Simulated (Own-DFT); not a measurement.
# Strain and stress in wurtzite AlGaN with randomly placed atoms, 96 atoms (Al12Ga36N48)

These are calculations, not measurements. They come from Own-DFT, an in-house plane-wave density functional program, since retired, whose code no person has reviewed. Each row is one single-point run on a periodic cell that was not relaxed, without spin or spin-orbit coupling.

Settings of every run: PBE; PseudoDojo norm-conserving scalar-relativistic files (stringent for Ga); cutoff 96 hartree; 3 x 4 x 3 k mesh centred on Gamma; Gaussian smearing of 0.01 eV.

Known limits: k mesh not checked against a denser one; stress not checked against mesh or cutoff.

Unstrained cell vectors in Å: (12.679, 0.000, 0.000); (-4.755, 8.235, 0.000); (0.000, 0.000, 10.268). The unstrained cell has measured lattice constants (interpolated for alloys), not those of this functional. That, the random moves and any unrelaxed bonds set the pressure at no strain. Each run strains this cell uniformly, with the atoms carried along. Every atom was also moved at random, by a Gaussian of width 0.05 Å on each axis. The random placing of the alloy's atoms differs from row to row. Strain is the symmetric tensor, in per cent. Stress is positive in tension, and the pressure is minus a third of its trace.

```
run  e_xx (%)  e_yy (%)  e_zz (%)  s_xx (GPa)  s_yy (GPa)  s_zz (GPa)  P (GPa)  E (meV/atom)
  1      2.00      2.00      0.00        3.60        3.22       -5.00    -0.60           4.3
  2     -2.50     -2.50      0.00      -22.29      -22.67      -12.20    19.05          73.1
  3     -2.25     -2.25      0.00      -19.88      -20.69      -11.29    17.29          54.7
  4      1.75      1.75      0.00        0.23        3.48       -3.98     0.09           0.0
  5      3.00      3.00      0.00        7.17        7.18       -1.97    -4.12           3.8
  6     -3.00     -3.00      0.00      -25.13      -25.88      -13.72    21.58          85.4
  7      0.25      0.25      0.00       -4.86       -4.34       -9.34     6.18          16.5
  8      1.00      1.00      0.00       -3.31        0.07       -5.83     3.03           7.0
  9     -0.25     -0.25      0.00           ?           ?           ?        ?             ?
```

E is the free energy for each atom above the lowest run shown.

## Worked fit

The change of volume is close to e_xx + e_yy + e_zz. A straight line through the runs shown gives P = 8.05 - 217 x (fractional change of volume) GPa, with an error of 6 on the slope and a scatter of 0.70 GPa. The strain isn't the same on all axes and the cell isn't cubic, so the slope belongs to this path and is not the bulk modulus.

## Withheld run

Question: what pressure should run 9 give? Its volume changes by -0.50 %.

The line gives 9.1 GPa. The calculation gave 7.83 GPa.
